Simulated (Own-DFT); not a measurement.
# A layer strained by its substrate: wurtzite AlGaN with randomly placed atoms, 72 atoms (Al27Ga9N36)

Everything here is calculated. The program is Own-DFT (plane waves, in-house, since retired, never reviewed by a person); positions were held fixed, and spin and spin-orbit coupling were off.

Settings: PBE; PseudoDojo norm-conserving scalar-relativistic files (stringent for Ga); cutoff 96 hartree; 4 x 4 x 3 k mesh centred on Gamma; Gaussian smearing of 0.01 eV.

Keep in mind: forces on such cells passed a denser k mesh, each cell not checked; stress not checked against mesh or cutoff.

Unstrained cell vectors in Å: (9.394, 0.000, 0.000); (-4.697, 8.135, 0.000); (0.000, 0.000, 10.066). The unstrained cell has measured lattice constants (interpolated for alloys), not those of this functional. That, the random moves and any unrelaxed bonds set the pressure at no strain. Each run strains x and y alike by e, as a substrate would, and holds the height along z. Each coordinate of each atom was shifted by a normal deviate of width 0.05 Å. The random placing of the alloy's atoms differs from row to row. Stress is positive in tension.

| e (%) | u (Å) | (s_xx + s_yy)/2 (GPa) | s_zz (GPa) |
|---|---|---|---|
| -2.75 | 0.052 | -22.93 | -13.00 |
| 0.25 | 0.049 | -3.83 | -7.47 |
| 0.75 | 0.049 | -2.02 | -5.02 |
| 1.00 | 0.047 | ? | ? |
| 1.25 | 0.052 | 0.28 | -5.71 |
| 1.75 | 0.050 | 2.79 | -3.82 |
| 2.00 | 0.044 | 4.37 | -3.61 |
| 2.25 | 0.049 | 5.29 | -4.65 |
| 2.50 | 0.050 | 5.73 | -2.14 |
| 2.75 | 0.048 | 7.71 | -3.59 |

## Analysis

With e as a fraction, the in-plane stress is -5.8 + 548 e - 2717 e² GPa (errors 9 and 530, scatter 0.43), and s_zz is -7.6 + 183 e GPa (slope ± 19, scatter 0.89). At e = 0 the first slope is C11 + C12 and the second 2 C13, both with the ions held to the strained lattice and at the cell's own pressure. The term in e² is negative: the layer stiffens under compression and softens under tension. A free layer would change its height as e changes, and the in-plane slope would drop by 2 C13²/C33 to the biaxial modulus. At fixed height, a misfit of 1 % moves the in-plane stress by about 5.5 GPa and s_zz by 1.8 GPa.

## Withheld run

Asked: what are the two stresses at e = 1.00 %?

Estimate: -0.5 and -5.8 GPa. The calculation gave -0.86 and -4.00 GPa.
